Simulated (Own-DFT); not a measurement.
# Which defects push the lattice out? zincblende GaAs

Everything here is calculated. The program is Own-DFT (plane waves, in-house, since retired, never reviewed by a person); positions were held fixed, and spin and spin-orbit coupling were off.

Settings: PBE; PseudoDojo norm-conserving scalar-relativistic files; cutoff 42 hartree; 3 x 3 x 3 k mesh centred on Gamma; Fermi-Dirac smearing of 0.1 eV.

Known weak points (not all hold for every row): not probed for a lower state with spin; forces not confirmed at this smearing and k mesh; stress not checked against mesh or cutoff.

All runs share one cell, with vectors in Å (10.862, 0.000, 0.000); (0.000, 10.862, 0.000); (0.000, 0.000, 11.796) and a volume of 1391.7 Å³, strained against the parent crystal. Atoms were moved at random from their sites; u is the rms move along one axis. The defect's site can differ from row to row.

```
cell,formula,u (Å),P (GPa)
no defect,As32Ga32,0.0292,6.67
no defect,As32Ga32,0.0497,6.98
no defect,As32Ga32,0.0507,7.10
one Al on a Ga site,AlAs32Ga31,0.0282,6.64
one Al on a Ga site,AlAs32Ga31,0.0300,6.64
one Al on a Ga site,AlAs32Ga31,0.0533,7.07
one P on an As site,As31Ga32P,0.0317,?
one P on an As site,As31Ga32P,0.0322,6.39
one P on an As site,As31Ga32P,0.0474,6.75
one P on an As site,As31Ga32P,0.0489,6.71
one As vacancy and one Ga vacancy,As31Ga31,0.0300,5.93
one As vacancy and one Ga vacancy,As31Ga31,0.0479,6.09
one As vacancy and one Ga vacancy,As31Ga31,0.0522,6.55
one In on a Ga site,As32Ga31In,0.0289,7.36
one In on a Ga site,As32Ga31In,0.0299,7.48
one In on a Ga site,As32Ga31In,0.0306,7.45
```

## Worked fit

P = P0 + c u² + a shift for each defect gives P0 = 6.44 GPa, c = 241 ± 35 GPa/Å² and a scatter of 0.10 GPa. The shifts, and each times the cell's volume:

- one In on a Ga site: 0.77 ± 0.09 GPa, 6.7 eV
- one Al on a Ga site: -0.02 ± 0.08 GPa, -0.2 eV (not resolved)
- one P on an As site: -0.28 ± 0.08 GPa, -2.5 eV
- one As vacancy and one Ga vacancy: -0.73 ± 0.08 GPa, -6.3 eV

Against the defect-free cell, a freed cell would be larger where the shift is positive and smaller where it is negative (160.2 GPa Å³ is 1 eV). The atoms around the defects weren't relaxed, which would change these numbers.

## Prediction

The question: what pressure belongs in the blank (one P on an As site, u = 0.0317 Å)?

The fitted form gives 6.40 ± 0.11 GPa. The run itself gave 6.43 GPa.
